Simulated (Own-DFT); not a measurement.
# What a defect does to the pressure of its cell: zincblende GaAs

No measurement is shown. These are fixed-geometry runs of a retired plane-wave code named Own-DFT, which no person has reviewed; spin and spin-orbit coupling are neglected.

All runs used: PBE; PseudoDojo norm-conserving scalar-relativistic files; cutoff 42 hartree; 3 x 3 x 3 k mesh centred on Gamma; Fermi-Dirac smearing of 0.1 eV.

Known weak points (not all hold for every row): not probed for a lower state with spin; forces on such cells failed a check on a denser k mesh; forces not confirmed at this smearing and k mesh; forces on such cells passed a denser k mesh, each cell not checked; stress not checked against mesh or cutoff.

All runs share one cell, with vectors in Å (11.307, 0.000, 0.000); (0.000, 11.307, 0.000); (0.000, 0.000, 11.307) and a volume of 1445.4 Å³. The atoms are randomly displaced, by u rms on each axis. The defect's site can differ from row to row.

```
                                        cell     formula   u (Å)  P (GPa)
                                   no defect    As32Ga32  0.0181     3.51
                                   no defect    As32Ga32  0.0205     3.51
                                   no defect    As32Ga32  0.0518     3.88
one As on a Ga site and one Ga on an As site    As32Ga32  0.0317     4.00
one As on a Ga site and one Ga on an As site    As32Ga32  0.0465     4.30
one As on a Ga site and one Ga on an As site    As32Ga32  0.0526     4.34
                            two As vacancies    As30Ga32  0.0283        ?
                            two As vacancies    As30Ga32  0.0312     3.24
                            two As vacancies    As30Ga32  0.0522     3.73
                            two As vacancies    As30Ga32  0.0524     3.51
                         one Al on a Ga site  AlAs32Ga31  0.0496     3.96
                         one Al on a Ga site  AlAs32Ga31  0.0515     3.92
                         one Al on a Ga site  AlAs32Ga31  0.0518     4.05
                         one P on an As site   As31Ga32P  0.0297     3.32
                         one P on an As site   As31Ga32P  0.0301     3.33
                         one P on an As site   As31Ga32P  0.0310     3.36
```

## Worked fit

P = P0 + c u² + a shift for each defect gives P0 = 3.42 GPa, c = 185 ± 25 GPa/Å² and a scatter of 0.07 GPa. The shifts, and each times the cell's volume:

- one As on a Ga site and one Ga on an As site: 0.43 ± 0.06 GPa, 3.9 eV
- one Al on a Ga site: 0.08 ± 0.07 GPa, 0.7 eV (not resolved)
- one P on an As site: -0.25 ± 0.06 GPa, -2.3 eV
- two As vacancies: -0.32 ± 0.06 GPa, -2.9 eV (-1.5 eV for each of its 2 sites)

Against the defect-free cell, a freed cell would be larger where the shift is positive and smaller where it is negative (160.2 GPa Å³ is 1 eV). The atoms around the defects weren't relaxed, which would change these numbers.

## Withheld run

Question: what pressure belongs in the blank (two As vacancies, u = 0.0283 Å)?

The fitted form gives 3.24 ± 0.09 GPa. DFT gave 3.29 GPa.
